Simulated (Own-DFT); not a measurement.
## Calculated data, GaP (zincblende, atoms displaced)

Computed with Own-DFT development build. A calculation, not a measurement: plane-wave PBE density functional theory by an unreviewed code, no spin, of a simulated periodic cell, stress positive in tension, free energy of the whole cell less one offset for each atom, forces on such cells passed a denser k mesh, this cell's mesh not checked; offsets are fitted by least squares, one for each functional and potential file, so energies compare only between cells with the same atoms and settings and are not formation energies; the far tail of each file's local potential was reset to the Coulomb form; each entry is a single point on an unrelaxed cell, so the pressure reflects the starting lattice, mostly measured values (interpolated for alloys), from which strain is counted, and rises with the displacements; printed positions are rounded, which can move forces by about a meV/angstrom; the program, named Own-DFT, is a retired in-house code; no spin-orbit coupling.

Entry: GaP (zincblende, atoms displaced)

```cif
# cell vector a (Å): 10.9010 0.0000 0.0000
# cell vector b (Å): 0.0000 10.9010 0.0000
# cell vector c (Å): 0.0000 0.0000 10.9010
data_GaP
_symmetry_space_group_name_H-M 'P 1'
_symmetry_Int_Tables_number 1
_cell_length_a 10.9010
_cell_length_b 10.9010
_cell_length_c 10.9010
_cell_angle_alpha 90.000
_cell_angle_beta 90.000
_cell_angle_gamma 90.000
_cell_volume 1295.39
loop_
_atom_site_label
_atom_site_type_symbol
_atom_site_fract_x
_atom_site_fract_y
_atom_site_fract_z
_atom_site_occupancy
Ga1 Ga 0.00311 0.99691 0.00625 1
Ga2 Ga 0.00002 0.23648 0.24386 1
Ga3 Ga 0.24884 0.99813 0.24785 1
Ga4 Ga 0.25086 0.25459 0.01030 1
P1 P 0.12800 0.12197 0.10949 1
P2 P 0.12141 0.38849 0.35212 1
P3 P 0.37475 0.13312 0.36498 1
P4 P 0.36789 0.37094 0.12451 1
Ga5 Ga 0.00127 0.00560 0.48784 1
Ga6 Ga 0.01678 0.25721 0.74658 1
Ga7 Ga 0.25916 0.00838 0.74778 1
Ga8 Ga 0.24494 0.25257 0.49679 1
P5 P 0.12433 0.12372 0.63335 1
P6 P 0.12857 0.38494 0.87827 1
P7 P 0.37375 0.13844 0.87606 1
P8 P 0.36010 0.37164 0.61261 1
Ga9 Ga 0.01210 0.51363 0.01160 1
Ga10 Ga 0.00616 0.75607 0.24997 1
Ga11 Ga 0.23208 0.48164 0.23873 1
Ga12 Ga 0.23851 0.75106 0.97343 1
P9 P 0.13294 0.62447 0.13251 1
P10 P 0.12944 0.87331 0.37644 1
P11 P 0.37418 0.64196 0.38409 1
P12 P 0.37575 0.87564 0.11720 1
Ga13 Ga 0.00429 0.49883 0.49619 1
Ga14 Ga 0.98397 0.75417 0.75139 1
Ga15 Ga 0.26873 0.49834 0.76462 1
Ga16 Ga 0.23694 0.76196 0.50446 1
P13 P 0.12540 0.62949 0.62836 1
P14 P 0.11338 0.87481 0.88284 1
P15 P 0.38829 0.62455 0.87525 1
P16 P 0.37961 0.88271 0.61637 1
Ga17 Ga 0.50786 0.99148 0.00042 1
Ga18 Ga 0.49912 0.23700 0.25511 1
Ga19 Ga 0.75733 0.00827 0.24344 1
Ga20 Ga 0.73068 0.23737 0.01016 1
P17 P 0.62496 0.11655 0.11693 1
P18 P 0.61229 0.37380 0.38271 1
P19 P 0.88404 0.13012 0.38052 1
P20 P 0.87450 0.37678 0.12339 1
Ga21 Ga 0.49632 0.02782 0.49661 1
Ga22 Ga 0.50094 0.24495 0.74599 1
Ga23 Ga 0.75722 0.98519 0.73555 1
Ga24 Ga 0.74760 0.24198 0.50429 1
P21 P 0.61610 0.13314 0.63165 1
P22 P 0.62655 0.37608 0.87844 1
P23 P 0.89360 0.10902 0.88189 1
P24 P 0.87137 0.37687 0.62804 1
Ga25 Ga 0.49978 0.49294 0.98542 1
Ga26 Ga 0.48376 0.73629 0.24912 1
Ga27 Ga 0.75011 0.49992 0.26168 1
Ga28 Ga 0.76329 0.75042 0.01430 1
P25 P 0.62236 0.61983 0.13244 1
P26 P 0.62401 0.85930 0.35708 1
P27 P 0.87056 0.61357 0.38074 1
P28 P 0.85377 0.88775 0.11326 1
Ga29 Ga 0.48476 0.50370 0.50176 1
Ga30 Ga 0.49729 0.73789 0.74358 1
Ga31 Ga 0.76024 0.49794 0.73552 1
Ga32 Ga 0.75001 0.73923 0.48149 1
P29 P 0.61756 0.62128 0.63604 1
P30 P 0.62028 0.86672 0.88073 1
P31 P 0.87124 0.62114 0.87173 1
P32 P 0.86593 0.87127 0.61915 1
```

```
functional                        : PBE
potential files                   : PseudoDojo norm-conserving, scalar-relativistic, standard set
wave cutoff                       : 42 hartree
occupations                       : Fermi-Dirac
smearing width                    : 0.1 eV
hardware                          : one NVIDIA H100
k mesh                            : 3 x 3 x 3 centred on Gamma
free energy of cell above offsets : -25.921 eV
pressure                          : 4.89 GPa
stress xx                         : -4.81 GPa
stress yy                         : -5.09 GPa
stress zz                         : -4.78 GPa
stress yz                         : -0.43 GPa
stress xz                         : 1.06 GPa
stress xy                         : 0.14 GPa
wall time                         : 556.2 s
```

Force:
```tsv
element	x (eV/Å)	y (eV/Å)	z (eV/Å)
Ga	-0.268	-0.827	0.452
Ga	0.237	1.494	-0.886
Ga	0.419	0.055	-0.69
Ga	-0.524	-0.066	-1.953
P	-0.009	-0.223	2.229
P	-2.813	-4.022	4.219
P	-2.242	-1.22	1.23
P	1.994	0.661	0.547
Ga	0.508	-1.198	1.897
Ga	-1.577	0.114	1.268
Ga	-0.039	-0.834	0.749
Ga	-1.154	-0.449	-1.07
P	0.228	-0.179	-1.973
P	0.147	-0.278	0.489
P	0.333	-1.205	0.572
P	1.419	0.648	1.79
Ga	-1.587	-1.09	-1.235
Ga	-1.463	-0.387	-0.286
Ga	4.179	2.959	-1.406
Ga	1.767	-1.007	2.219
P	0.079	2.035	-0.86
P	-1.036	1.423	-0.932
P	-2.052	-1.922	0.389
P	-0.919	-0.751	0.177
Ga	0.151	0.074	0.725
Ga	0.92	-0.261	-0.142
Ga	-1.278	-0.194	-1.449
Ga	1.464	-1.036	0.927
P	-0.136	-0.395	0.575
P	0.071	0.638	-2.512
P	-1.443	0.705	0.314
P	-0.188	-0.09	0.58
Ga	-1.247	0.473	-0.788
Ga	1.387	2.001	-1.844
Ga	-1.14	-0.224	1.741
Ga	3.124	2.182	-2.14
P	-1.545	-0.492	2.656
P	0.901	-0.29	-0.36
P	-1.575	0.002	-0.908
P	-0.388	-0.562	0.176
Ga	0.548	-2.274	-0.322
Ga	-1.257	2.335	1.12
Ga	-1.73	1.761	2.67
Ga	-0.332	1.192	-0.062
P	2.317	-1.879	-0.818
P	0.756	-1.077	-1.603
P	-2.261	2.183	-2.048
P	1.965	-1.805	-1.612
Ga	0.277	0.211	2.407
Ga	1.179	1.265	-1.537
Ga	-0.9	-1.233	-1.137
Ga	-2.753	-2.515	-2.182
P	0.107	-0.261	-0.735
P	0.063	2.111	0.756
P	1.846	0.841	-0.831
P	3.941	0.349	1.876
Ga	0.54	0.131	0.165
Ga	-0.089	2.543	0.524
Ga	-1.897	0.959	2.142
Ga	-1.348	0.971	1.7
P	1.396	-0.891	-2.358
P	1.092	-0.47	-1.313
P	0.395	0.205	1.123
P	1.442	-0.912	-2.409
```
